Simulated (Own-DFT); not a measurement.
Simulation results for Si$_{3}$N$_{4}$ (beta silicon nitride, strained, atoms displaced)

Computed with Own-DFT development build. A calculation, not a measurement: plane-wave PBE density functional theory by an unreviewed code, no spin, of a simulated periodic cell, stress positive in tension, free energy of the whole cell less one offset for each atom, forces on such cells moved up to 12 meV/angstrom on a denser k mesh; offsets are fitted by least squares, one for each functional and potential file, so energies compare only between cells with the same atoms and settings and are not formation energies; the far tail of each file's local potential was reset to the Coulomb form; each entry is a single point on an unrelaxed cell, so the pressure reflects the starting lattice, mostly measured values (interpolated for alloys), from which strain is counted, and rises with the displacements; printed positions are rounded, which can move forces by about a meV/angstrom; the program, named Own-DFT, is a retired in-house code; no spin-orbit coupling; before rounding, a Quantum ESPRESSO 7.3.1 run of the same cell and cutoff gave forces within 1 meV/angstrom rms on each cell, which checks the program and not the settings.

Settings shared by all entries: functional PBE; potential files PseudoDojo norm-conserving, scalar-relativistic, standard set; wave cutoff 42 hartree; occupations Fermi-Dirac; smearing width 0.1 eV; k mesh 2 x 2 x 4 centred on Gamma.

(1) Si$_{3}$N$_{4}$ (beta silicon nitride, strained, atoms displaced)

```xyz
112
Lattice="15.1794 -0.2403 -0.2350 -7.7978 13.2367 0.3791 -0.0899 0.1155 5.8946" Properties=species:S:1:pos:R:3 Si3N4
Si    -1.6869     5.0581     1.0065
Si     0.1372     2.6908     0.7633
Si     1.3722     5.4148     0.8777
Si     5.2483     1.4935     2.1936
Si     3.3918     3.9566     2.2640
Si     2.3291     1.1909     2.1675
N      2.3475     0.2790     0.7015
N      6.1794     1.8963     0.7264
N      2.7568     4.3607     0.7562
N      1.2725     6.4077     2.3424
N     -2.5362     4.6136     2.3107
N      1.0018     2.1943     2.1766
N     -0.1050     4.4269     0.7735
N      3.6596     2.2229     2.1985
Si    -1.7258     5.1737     3.8259
Si     0.1566     2.7196     3.8082
Si     1.2913     5.5125     3.8279
Si     5.2162     1.5598     5.0736
Si     3.3432     4.0544     5.2156
Si     2.2983     1.2013     5.1820
N      2.3889     0.2384     3.6068
N      6.1025     2.0114     3.6514
N      2.6270     4.4015     3.7237
N      1.2522     6.4128     5.2076
N     -2.5270     4.8229     5.2286
N      0.8437     2.2380     5.1873
N     -0.1138     4.5135     3.7688
N      3.6506     2.2501     5.1688
Si    -5.5269    11.6937     1.0804
Si    -3.7402     9.3697     1.0639
Si    -2.5691    12.0022     0.9908
Si     1.4204     8.1579     2.4147
Si    -0.3885    10.4782     2.4359
Si    -1.5147     7.7033     2.3955
N     -1.5549     6.7926     0.9489
N      2.3241     8.5342     0.8909
N     -1.2095    10.9817     0.9723
N     -2.6304    12.9393     2.4843
N     -6.4200    11.3238     2.5985
N     -2.9107     8.8381     2.4306
N     -4.0101    10.9472     0.9852
N     -0.0969     8.7967     2.3142
Si    -5.5939    11.7275     4.0173
Si    -3.7473     9.2935     3.9488
Si    -2.6338    12.0776     3.8770
Si     1.4478     8.0712     5.2330
Si    -0.5076    10.6097     5.3040
Si    -1.6258     7.7592     5.3477
N     -1.5949     6.9646     3.9003
N      2.1868     8.5050     3.8700
N     -1.2373    11.0719     3.8723
N     -2.6499    12.9684     5.4248
N     -6.4400    11.4143     5.4660
N     -2.9889     8.7522     5.3933
N     -4.0066    11.1558     3.9853
N     -0.2041     8.9085     5.4110
Si     5.8566     4.9549     0.7172
Si     7.7144     2.5773     0.5882
Si     8.8508     5.3112     0.8352
Si    12.9669     1.2984     1.9681
Si    11.0360     3.7799     2.0883
Si     9.9685     0.9679     2.0808
N      9.9384    -0.0212     0.5381
N     13.7761     1.7735     0.5281
N     10.3037     4.2401     0.6585
N      8.8184     6.2773     2.2336
N      5.0345     4.5400     2.1511
N      8.5687     2.1178     2.1665
N      7.5361     4.2847     0.7522
N     11.3819     2.0719     2.0609
Si     5.8277     4.9778     3.6586
Si     7.7028     2.6130     3.5314
Si     8.7869     5.2795     3.7243
Si    12.9499     1.3543     4.9212
Si    11.0279     3.8513     5.0802
Si    10.0050     1.0816     4.9913
N      9.9127     0.1716     3.5423
N     13.7499     1.7409     3.5376
N     10.2586     4.2516     3.5505
N      8.7688     6.3770     5.1792
N      5.0652     4.5517     5.1763
N      8.5544     2.0846     5.1324
N      7.4351     4.4168     3.7098
N     11.2577     2.0561     4.9287
Si     1.9967    11.5812     0.8902
Si     3.8369     9.1126     0.8403
Si     4.9663    11.8838     0.8305
Si     9.0123     7.9928     2.2111
Si     7.1538    10.4596     2.2468
Si     6.0411     7.6383     2.2000
N      6.0690     6.7167     0.7651
N      9.8398     8.5160     0.7646
N      6.3560    10.9077     0.8233
N      4.8699    12.8695     2.3086
N      1.1311    11.1591     2.4275
N      4.5553     8.7147     2.2698
N      3.5868    10.9896     0.8362
N      7.4102     8.7257     2.2698
Si     1.8739    11.6183     3.8287
Si     3.8262     9.1842     3.8003
Si     4.9389    12.0437     3.9005
Si     8.9723     8.0279     5.1908
Si     7.1172    10.4268     5.1425
Si     5.9740     7.7280     5.2132
N      6.1560     6.8502     3.8167
N      9.8056     8.4065     3.7338
N      6.2199    10.9525     3.8464
N      4.8999    13.0047     5.3988
N      1.1659    11.1513     5.3253
N      4.6670     8.8097     5.3045
N      3.5493    10.8968     3.7818
N      7.3330     8.7259     5.2297
```

| Item | Value |
| --- | --- |
| free energy of cell above offsets | -8.423 eV |
| pressure | 5.89 GPa |
| stress xx | -7.99 GPa |
| stress yy | -6.56 GPa |
| stress zz | -3.14 GPa |
| stress yz | 6.64 GPa |
| stress xz | -3.67 GPa |
| stress xy | -5.29 GPa |

Force:
```csv
element,x (eV/Å),y (eV/Å),z (eV/Å)
Si,1.071,0.93,-4.899
Si,0.688,0.554,0.151
Si,-2.574,0.548,-0.579
Si,0.746,0.011,-1.204
Si,2.483,-2.773,0.141
Si,0.585,-1.557,0.827
N,0.083,-3.789,1.953
N,-2.184,-0.806,-0.985
N,-2.787,2.195,1.084
N,0.764,-0.403,-0.856
N,0.215,0.683,3.414
N,-2.55,1.834,1.833
N,1.949,-0.476,0.767
N,1.539,0.647,0.171
Si,0.765,0.123,-0.977
Si,-1.743,1.546,-4.536
Si,-1.511,-1.321,-2.538
Si,0.989,-1.001,1.652
Si,4.031,-3.912,-1.385
Si,-0.148,0.593,-3.656
N,-0.665,0.704,1.684
N,-1.037,-0.633,-0.813
N,-0.663,1.335,0.023
N,0.592,-0.401,2.965
N,-2.012,-1.229,3.333
N,2.315,-0.656,2.451
N,0.106,-1.535,-0.055
N,-0.407,1.488,-0.181
Si,-1.874,0.913,-0.016
Si,0.991,-4.115,-2.543
Si,-0.608,-0.025,0.379
Si,1.29,-0.906,-2.931
Si,-1.778,-0.099,-0.78
Si,0.007,3.151,-0.745
N,0.179,-1.135,0.555
N,-3.443,-2.38,-0.717
N,0.629,-0.359,-0.702
N,0.074,2.906,-2.202
N,-0.13,-0.032,-1.978
N,0.434,-0.596,1.521
N,1.304,4.346,0.385
N,-2.738,-0.435,0.848
Si,0.283,1.637,0.459
Si,-0.517,1.332,-0.191
Si,0.314,0.004,2.9
Si,-3.323,3.52,4.772
Si,1.574,-1.493,2.785
Si,1.846,3.11,1.867
N,0.299,-3.708,-1.713
N,3.188,1.242,-2.159
N,-0.167,-0.192,-1.14
N,0.199,2.838,-1.111
N,-1.296,-0.768,0.863
N,-1.768,1.886,1.254
N,-0.223,-4.323,-0.283
N,-0.105,-2.744,-1.069
Si,2.84,0.717,0.472
Si,2.365,-0.886,1.563
Si,1.408,0.609,-2.699
Si,-1.456,1.436,1.043
Si,0.639,-2.215,1.141
Si,0.227,2.173,-2.049
N,-0.014,3.445,1.555
N,-0.389,-0.281,-0.374
N,-1.28,1.314,-1.166
N,0.412,-0.268,0.464
N,-0.41,0.595,2.11
N,0.034,-0.555,-1.99
N,-2.337,-0.273,-0.16
N,-0.856,-1.014,-0.479
Si,0.785,2.253,0.803
Si,1.401,0.26,2.664
Si,3.413,3.568,0.004
Si,-2.473,3.674,1.975
Si,0.872,-1.345,-0.915
Si,-4.051,-1.592,1.115
N,-0.285,-3.172,0.286
N,1.507,0.708,-3.066
N,-1.579,1.54,1.326
N,0.574,-3.273,0.498
N,-2.149,0.235,-1.309
N,-1.692,1.301,-1.803
N,-1.891,-4.123,-0.541
N,4.575,3.674,0.731
Si,0.082,-1.953,0.396
Si,1.139,4.131,-1.416
Si,0.001,0.501,2.581
Si,-0.547,0.937,0.756
Si,-0.367,-0.951,1.573
Si,0.007,1.782,2.424
N,-0.667,-2.054,0.666
N,-0.836,-1.445,0.089
N,1.144,-0.434,-1.319
N,1.061,-0.383,1.269
N,0.836,0.404,-2.124
N,2.697,-2.003,2.487
N,-0.389,-4.045,-0.013
N,-0.264,-0.029,-0.393
Si,3.548,0.766,2.202
Si,-0.122,1.709,-0.099
Si,-2.632,-0.944,-1.734
Si,-0.695,1.767,0.222
Si,0.829,0.296,3.361
Si,0.806,0.646,0.466
N,-2.019,-3.668,-3.573
N,0.714,0.66,-1.202
N,2.109,-0.428,-2.715
N,0.017,-2.954,-2.761
N,-1.506,0.5,-0.034
N,-1.782,-0.25,-0.827
N,-0.537,1.483,0.536
N,1.906,1.178,-0.11
```

(2) Si$_{3}$N$_{4}$ (beta silicon nitride, strained, atoms displaced)

```xyz
112
Lattice="15.0241 0.1943 -0.2276 -7.3438 13.2578 0.3727 -0.0870 0.1143 5.9022" Properties=species:S:1:pos:R:3 Si3N4
Si    -1.5937     5.0337     0.7932
Si     0.0672     2.6985     0.8006
Si     1.4134     5.5766     0.8321
Si     5.3743     1.5767     2.1379
Si     3.5415     4.0589     2.2359
Si     2.4206     1.1681     2.1686
N      2.3715     0.2286     0.6405
N      6.1294     2.1422     0.6847
N      2.7075     4.4489     0.6932
N      1.4218     6.5525     2.1959
N     -2.4116     4.6644     2.3278
N      0.9849     2.2305     2.1804
N      0.0584     4.5088     0.8210
N      3.7582     2.3147     2.1450
Si    -1.7424     5.2245     3.8987
Si     0.1595     2.8732     3.6876
Si     1.3395     5.6177     3.7094
Si     5.2002     1.7603     5.1390
Si     3.4410     4.1404     5.1642
Si     2.3903     1.2359     5.1675
N      2.3228     0.3000     3.6542
N      6.1193     2.1655     3.6119
N      2.7994     4.5680     3.7138
N      1.3540     6.6224     5.3068
N     -2.3930     4.6966     5.3069
N      0.9147     2.3700     5.1834
N      0.0023     4.5462     3.8552
N      3.7561     2.3548     5.2003
Si    -5.2226    11.6786     1.1500
Si    -3.4043     9.2905     0.9440
Si    -2.2058    12.1827     0.9594
Si     1.6227     8.3256     2.3178
Si    -0.1785    10.6238     2.4042
Si    -1.3100     7.8607     2.3817
N     -1.2580     6.8052     0.8668
N      2.5727     8.7340     0.8313
N     -0.9797    11.1572     1.0121
N     -2.2817    13.1981     2.5708
N     -6.1314    11.2387     2.5748
N     -2.6530     8.9449     2.3807
N     -3.6373    11.0349     1.0061
N      0.0662     8.9626     2.3567
Si    -5.1796    11.8866     3.9104
Si    -3.4291     9.4032     3.9551
Si    -2.3592    12.1797     4.0041
Si     1.6053     8.3265     5.3017
Si    -0.1434    10.7626     5.3017
Si    -1.3166     7.8820     5.2512
N     -1.3616     6.9504     3.9210
N      2.4937     8.7319     3.8544
N     -0.9560    11.1263     3.7727
N     -2.2691    13.2328     5.4189
N     -6.0427    11.4407     5.4657
N     -2.7489     9.0071     5.2351
N     -3.7595    11.0919     3.9680
N      0.0523     9.0174     5.3710
Si     5.9245     5.2441     0.7954
Si     7.6938     2.8251     0.7493
Si     8.9747     5.6457     0.6466
Si    12.8067     1.7479     2.0520
Si    11.0879     4.1117     2.0805
Si     9.9510     1.2945     2.1337
N      9.9107     0.3817     0.5603
N     13.6000     2.1919     0.6452
N     10.4052     4.5917     0.6485
N      9.0557     6.5660     2.2678
N      5.1468     4.7659     2.2418
N      8.5237     2.3651     2.1294
N      7.6151     4.5754     0.8325
N     11.3433     2.3564     2.1418
Si     5.9173     5.2996     3.6451
Si     7.7092     2.8816     3.5594
Si     8.9365     5.6509     3.6571
Si    12.8918     1.7865     5.0405
Si    11.0055     4.1886     5.0882
Si     9.8081     1.5136     5.1170
N      9.7439     0.3685     3.4996
N     13.6222     2.1888     3.5184
N     10.2512     4.6396     3.6501
N      8.9409     6.6382     5.1625
N      5.1881     4.8512     5.1711
N      8.4797     2.4492     5.0106
N      7.5791     4.6613     3.6356
N     11.2613     2.4693     5.1149
Si     2.3553    11.8606     0.9464
Si     4.1071     9.5025     0.9211
Si     5.2828    12.2792     0.9070
Si     9.0899     8.3914     2.2866
Si     7.4581    10.8607     2.3762
Si     6.1699     8.0238     2.2265
N      6.2572     6.9782     0.7931
N     10.0962     8.8522     0.8287
N      6.6415    11.2576     0.8665
N      5.3034    13.2613     2.3818
N      1.4910    11.3589     2.3691
N      4.8924     9.0543     2.3162
N      3.8437    11.2261     0.9004
N      7.5953     9.0792     2.2144
Si     2.2847    11.9293     3.8687
Si     4.1046     9.5038     3.7590
Si     5.2275    12.3794     3.9199
Si     9.1801     8.3761     5.2421
Si     7.2444    10.8579     5.2745
Si     6.1165     7.9684     5.1667
N      6.1669     6.9702     3.7301
N      9.9705     8.9306     3.7178
N      6.5876    11.3035     3.7399
N      5.1979    13.3229     5.2839
N      1.3871    11.4529     5.4349
N      4.7732     9.1296     5.2801
N      3.8912    11.2451     3.7552
N      7.5167     9.0333     5.1837
```

| Property | Result |
| --- | --- |
| free energy of cell above offsets | -7.142 eV |
| pressure | 4.01 GPa |
| stress xx | -10.15 GPa |
| stress yy | -0.98 GPa |
| stress zz | -0.9 GPa |
| stress yz | 6.21 GPa |
| stress xz | -5.16 GPa |
| stress xy | 4.82 GPa |

Force:
```csv
element,x (eV/Å),y (eV/Å),z (eV/Å)
Si,3.095,2.979,4.099
Si,5.475,1.943,-1.307
Si,-1.066,-1.235,-1.653
Si,-1.248,2.312,1.242
Si,0.274,-1.739,-1.286
Si,-0.337,2.35,-1.027
N,-0.164,-1.992,3.897
N,0.458,-0.868,-0.185
N,1.221,0.644,1.877
N,0.285,0.773,2.814
N,0.899,0.819,0.966
N,-0.39,0.249,1.532
N,-1.775,-2.131,0.316
N,-0.086,-0.159,0.509
Si,3.954,-0.048,-3.646
Si,0.951,-2.58,0.202
Si,0.288,0.562,1.409
Si,5.794,-1.919,-1.97
Si,3.192,-1.537,1.817
Si,-1.952,2.522,-1.781
N,0.433,0.829,-0.214
N,0.038,-0.204,0.46
N,-2.233,1.454,-1.936
N,0.319,-0.571,-2.659
N,-2.997,-1.21,-0.765
N,0.578,-1.14,0.502
N,-1.845,1.533,-0.908
N,-5.676,2.292,-0.5
Si,0.218,0.636,-3.825
Si,0.103,2.635,-1.576
Si,-4.58,1.224,2.128
Si,2.487,-0.479,-0.095
Si,2.345,1.357,-1.315
Si,0.358,-0.72,-1.303
N,-1.306,1.428,0.353
N,-1.269,-0.673,1.339
N,3.805,-2.396,-2.771
N,0.03,-2.627,-1.856
N,6.909,3.947,-0.446
N,1.419,-1.282,2.426
N,1.186,1.281,0.296
N,-0.848,-1.711,0.221
Si,-3.893,-1.663,3.706
Si,-5.373,1.842,-8.297
Si,0.09,0.557,-1.411
Si,1.494,0.307,0.039
Si,-1.062,-0.761,1.464
Si,0.225,2.439,4.349
N,-0.627,-1.839,-3.497
N,-0.01,-0.02,-1.925
N,-1.029,1.063,3.82
N,0.06,-0.105,-0.007
N,-2.39,-0.812,0.355
N,5.374,-3.483,9.027
N,3.872,1.014,-0.464
N,-1.538,0.028,-0.524
Si,2.681,0.092,-1.205
Si,0.972,1.374,-2.962
Si,-0.603,-1.292,3.99
Si,2.579,-2.832,1.68
Si,-0.483,-1.082,2.843
Si,-0.693,0.547,-2.045
N,-0.33,-0.81,2.036
N,0.242,-0.082,-1.676
N,-2.053,0.923,-0.816
N,-0.094,2.486,-3.061
N,-1.595,-0.081,-0.8
N,1.366,-0.922,0.41
N,-1.227,-0.222,-0.927
N,-5.106,2.384,0.063
Si,2.087,-1.012,2.111
Si,-0.897,1.365,0.733
Si,-1.45,1.22,0.751
Si,-2.448,-0.289,-1.708
Si,0.755,-1.549,-0.094
Si,2.235,-2.479,-2.018
N,0.55,0.769,2.626
N,1.312,1.091,0.243
N,2.285,-1.34,-1.608
N,0.564,1.32,-1.814
N,-2.75,-0.685,0.266
N,-1.935,1.249,2.473
N,-2.085,-1.544,0.161
N,-0.117,0.055,-0.451
Si,-3.226,1.565,0.095
Si,-1.377,0.725,-3.406
Si,-1.539,0.455,0.475
Si,3.48,-1.54,-0.126
Si,-5.471,-4.035,-1.415
Si,3.608,-2.422,0.451
N,-1.202,0.1,0.334
N,-3.386,-2.354,-0.984
N,-0.211,0.066,0.019
N,0.04,0.087,-0.297
N,-1.063,-0.015,1.16
N,-0.747,0.199,0.828
N,3.988,-0.821,-0.254
N,-2.341,0.396,0.332
Si,-0.712,-1.32,0.233
Si,-2.467,1.292,1.588
Si,-0.62,-1.518,-3.58
Si,-0.71,1.786,-0.98
Si,4.236,-1.563,-0.426
Si,1.138,0.916,1.026
N,-0.708,2.813,-1.031
N,-0.469,-1.254,0.426
N,-0.928,0.574,1.942
N,0.743,0.663,2.558
N,1.268,1.131,-1.931
N,1.544,-1.095,0.585
N,-0.449,0.464,0.876
N,0.283,0.937,0.292
```
